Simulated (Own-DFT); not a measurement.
# Stretching a layer in its plane: wurtzite AlGaN with randomly placed atoms, 72 atoms (Al27Ga9N36)

No measurement is shown. These are fixed-geometry runs of a retired plane-wave code named Own-DFT, which no person has reviewed; spin and spin-orbit coupling are neglected.

Settings: PBE; PseudoDojo norm-conserving scalar-relativistic files (stringent for Ga); cutoff 96 hartree; 4 x 4 x 3 k mesh centred on Gamma; Gaussian smearing of 0.01 eV.

Keep in mind: forces on such cells passed a denser k mesh, each cell not checked; stress not checked against mesh or cutoff.

Unstrained cell vectors in Å: (9.394, 0.000, 0.000); (-4.697, 8.135, 0.000); (0.000, 0.000, 10.066). The unstrained cell has measured lattice constants (interpolated for alloys), not those of this functional. That, the random moves and any unrelaxed bonds set the pressure at no strain. Each run strains x and y alike by e, as a substrate would, and holds the height along z. Each coordinate of each atom was shifted by a normal deviate of width 0.05 Å. The random placing of the alloy's atoms differs from row to row. Stress is positive in tension.

| e (%) | u (Å) | (s_xx + s_yy)/2 (GPa) | s_zz (GPa) |
|---|---|---|---|
| -2.50 | 0.051 | -21.57 | -12.83 |
| -2.25 | 0.043 | -20.48 | -9.49 |
| -2.00 | 0.050 | -18.55 | -11.02 |
| -1.75 | 0.050 | -16.70 | -11.25 |
| -1.00 | 0.054 | -12.50 | -9.01 |
| -0.25 | 0.053 | -7.66 | -7.85 |
| 0.50 | 0.052 | -3.22 | -6.81 |
| 1.00 | 0.049 | ? | ? |
| 1.75 | 0.049 | 3.26 | -5.12 |
| 2.75 | 0.049 | 7.05 | -2.01 |

## What the rows give

With e as a fraction, the in-plane stress is -6.2 + 564 e - 2683 e² GPa (errors 6 and 447, scatter 0.33), and s_zz is -7.5 + 174 e GPa (slope ± 18, scatter 0.94). At e = 0 the first slope is C11 + C12 and the second 2 C13, both with the ions held to the strained lattice and at the cell's own pressure. The term in e² is negative: the layer stiffens under compression and softens under tension. A free layer would change its height as e changes, and the in-plane slope would drop by 2 C13²/C33 to the biaxial modulus. At fixed height, a misfit of 1 % moves the in-plane stress by about 5.6 GPa and s_zz by 1.7 GPa.

## Withheld run

Q: what are the two stresses at e = 1.00 %?

The fitted form gives -0.8 and -5.7 GPa. The calculation gave 0.47 and -8.34 GPa. That is outside the usual scatter, by luck or through something left out of the fit.
